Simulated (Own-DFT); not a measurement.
# Point defects and the pressure they add: zincblende InP

Everything here is calculated. The program is Own-DFT (plane waves, in-house, since retired, never reviewed by a person); positions were held fixed, and spin and spin-orbit coupling were off.

All runs used: PBE; PseudoDojo norm-conserving scalar-relativistic files; cutoff 36 hartree; 3 x 3 x 3 k mesh centred on Gamma; Fermi-Dirac smearing of 0.1 eV.

Caveats (not all hold for every row): not probed for a lower state with spin; forces on such cells moved up to 12 meV/angstrom on a denser k mesh; stress not checked against mesh or cutoff.

All runs share one cell, with vectors in Å (11.737, 0.000, 0.000); (0.000, 11.737, 0.000); (0.000, 0.000, 11.737) and a volume of 1617.0 Å³. Atoms were moved at random from their sites; u is the rms move along one axis. The defect's site can differ from row to row.

| cell | formula | u (Å) | P (GPa) |
|---|---|---|---|
| no defect | In32P32 | 0.0201 | 3.20 |
| no defect | In32P32 | 0.0510 | 3.61 |
| no defect | In32P32 | 0.0544 | 3.62 |
| two P vacancies | In32P30 | 0.0275 | ? |
| two P vacancies | In32P30 | 0.0291 | 2.94 |
| two P vacancies | In32P30 | 0.0315 | 2.91 |
| two P vacancies | In32P30 | 0.0319 | 2.99 |
| one In on a P site and one P on an In site | In32P32 | 0.0286 | 3.57 |
| one In on a P site and one P on an In site | In32P32 | 0.0502 | 3.98 |
| one In on a P site and one P on an In site | In32P32 | 0.0503 | 4.00 |
| one P on an In site | In31P33 | 0.0293 | 3.10 |
| one P on an In site | In31P33 | 0.0457 | 3.25 |
| one P on an In site | In31P33 | 0.0497 | 3.42 |
| one In on a P site | In33P31 | 0.0301 | 4.15 |
| one In on a P site | In33P31 | 0.0303 | 4.18 |
| one In on a P site | In33P31 | 0.0311 | 4.17 |

## Fit

P = P0 + c u² + a shift for each defect gives P0 = 3.09 GPa, c = 194 ± 17 GPa/Å² and a scatter of 0.05 GPa. The shifts, and each times the cell's volume:

- one In on a P site: 0.89 ± 0.04 GPa, 9.0 eV
- one In on a P site and one P on an In site: 0.38 ± 0.04 GPa, 3.8 eV
- one P on an In site: -0.18 ± 0.04 GPa, -1.9 eV
- two P vacancies: -0.33 ± 0.04 GPa, -3.4 eV (-1.7 eV for each of its 2 sites)

Positive is outwards. The product with the volume (160.2 GPa Å³ to the eV) is nearly free of the cell's size; divided by the bulk modulus at the cell's pressure it gives the volume that the defect adds. The atoms around the defects weren't relaxed, which would change these numbers.

## Withheld run

Asked: what pressure belongs in the blank (two P vacancies, u = 0.0275 Å)?

Estimate: 2.91 ± 0.05 GPa. The calculation gave 2.92 GPa.
